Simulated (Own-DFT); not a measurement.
# Response to strain: wurtzite GaN, 72 atoms (Ga36N36)

These are calculations, not measurements. They come from Own-DFT, an in-house plane-wave density functional program, since retired, whose code no person has reviewed. Each row is one single-point run on a periodic cell that was not relaxed, without spin or spin-orbit coupling.

Settings of every run: PBE; PseudoDojo norm-conserving scalar-relativistic files (stringent for Ga); cutoff 96 hartree; 4 x 4 x 3 k mesh centred on Gamma; Gaussian smearing of 0.01 eV.

Known limits: forces not confirmed at this smearing and k mesh; stress not checked against mesh or cutoff.

Unstrained cell vectors in Å: (9.567, 0.000, 0.000); (-4.784, 8.285, 0.000); (0.000, 0.000, 10.370). The unstrained cell has measured lattice constants (interpolated for alloys), not those of this functional. That, the random moves and any unrelaxed bonds set the pressure at no strain. Each run strains this cell uniformly, with the atoms carried along. Every atom was also moved at random, by a Gaussian of width 0.05 Å on each axis. Strain is the symmetric tensor, in per cent. Stress is positive in tension, and the pressure is minus a third of its trace.

```
run  e_xx (%)  e_yy (%)  e_zz (%)  e_yz (%)  e_xz (%)  e_xy (%)  s_xx (GPa)  s_yy (GPa)  s_zz (GPa)  s_yz (GPa)  s_xz (GPa)  s_xy (GPa)  P (GPa)  E (meV/atom)
  1     -0.01      1.83     -0.76     -0.30      1.86     -1.11       -5.62       -1.19       -8.80       -0.22        4.04       -2.18     5.21          19.0
  2     -0.23      0.28     -1.62      1.05     -0.41     -1.55       -8.88       -7.89      -15.37        1.86       -0.52       -3.98    10.71          38.9
  3     -0.62      0.69     -0.31      1.00      0.36     -0.11       -8.40       -5.11       -9.55        2.26        1.78       -0.68     7.69          11.8
  4     -1.27      1.03      1.87      1.99      1.85     -0.52      -10.25       -2.54        0.47        3.75        3.42       -1.74     4.11          20.8
  5     -1.72     -0.39      1.32      0.82      0.66      1.80      -16.18      -10.42       -2.85        1.34        2.28        5.49     9.82          45.8
  6      1.12     -1.30      1.13     -0.15      0.71      1.97       -3.04      -11.83       -2.61        0.02        1.16        7.35     5.82          24.8
  7      1.33      1.75      0.90      0.50     -0.86     -1.58        0.81        1.40       -1.18        1.52       -2.14       -3.32    -0.34           0.0
  8      1.74     -1.11      1.50     -1.75     -1.19     -1.89        0.79      -10.67       -1.45       -3.25       -2.05       -5.12     3.78          35.4
  9      1.49      1.30      0.05      1.53     -1.15     -1.04       -0.63        0.89       -5.66        3.54       -2.39       -2.30     1.80           5.3
 10      1.51      0.00     -0.18     -1.63     -0.13      1.24        0.22       -7.45       -6.53       -2.72       -0.26        3.51     4.59          12.0
 11     -1.98     -0.72      1.65     -0.76     -1.33     -0.53      -15.66      -10.44       -1.75       -0.23       -3.46       -1.36     9.28          23.8
 12      0.33      0.54     -1.14     -1.27      1.67     -0.29       -6.35       -5.84      -10.49       -2.04        3.73       -0.88     7.56          20.1
 13      0.86     -0.28      1.51     -1.96      1.89      1.80       -3.73       -7.12       -1.32       -4.39        3.66        5.30     4.05          37.6
 14     -1.66      0.37      1.58      0.92      0.03      1.17      -13.35       -6.11       -1.56        1.74        0.47        3.55     7.00          24.2
 15      0.65      1.33     -1.54      0.49     -1.75      0.07           ?           ?           ?           ?           ?           ?        ?             ?
```

E is the free energy for each atom above the lowest run shown.

## Worked fit

Each stress component was fitted by least squares to a constant and the strains of the runs shown, as fractions, with shears doubled. Shear strains stay in the fit of a normal stress only where such slopes are resolved. The slopes, in GPa:

```
stress,at no strain,per e_xx,per e_yy,per e_zz,scatter
s_xx,-7.3,444 ± 19,98 ± 27,49 ± 24,0.89
s_yy,-7.8,75 ± 16,450 ± 23,81 ± 20,0.75
s_zz,-7.4,60 ± 16,80 ± 23,426 ± 20,0.75
```

Each shear stress against twice its own strain: yz 90 ± 7, xz 103 ± 9, xy 145 ± 10 GPa. These are stiffnesses along x, y and z of the frame in which the cell vectors are given, which need not be the crystal's axes. The atoms are held to the strained lattice; where symmetry lets them move under strain, relaxing them would lower some slopes. The table should be nearly symmetric about its diagonal, and what it lacks of that shows the noise. A ninth of its sum, 196 ± 7 GPa, estimates the bulk modulus near the mean pressure of these runs, 5.8 GPa, so it lies above the value at zero pressure.

## Withheld run

Question: what normal stresses and pressure should run 15 give?

The fit gives s_xx = -3.8, s_yy = -2.6, s_zz = -12.5 and P = 6.3 GPa. The calculation gave -3.23, -2.92, -12.86 and P = 6.34 GPa.
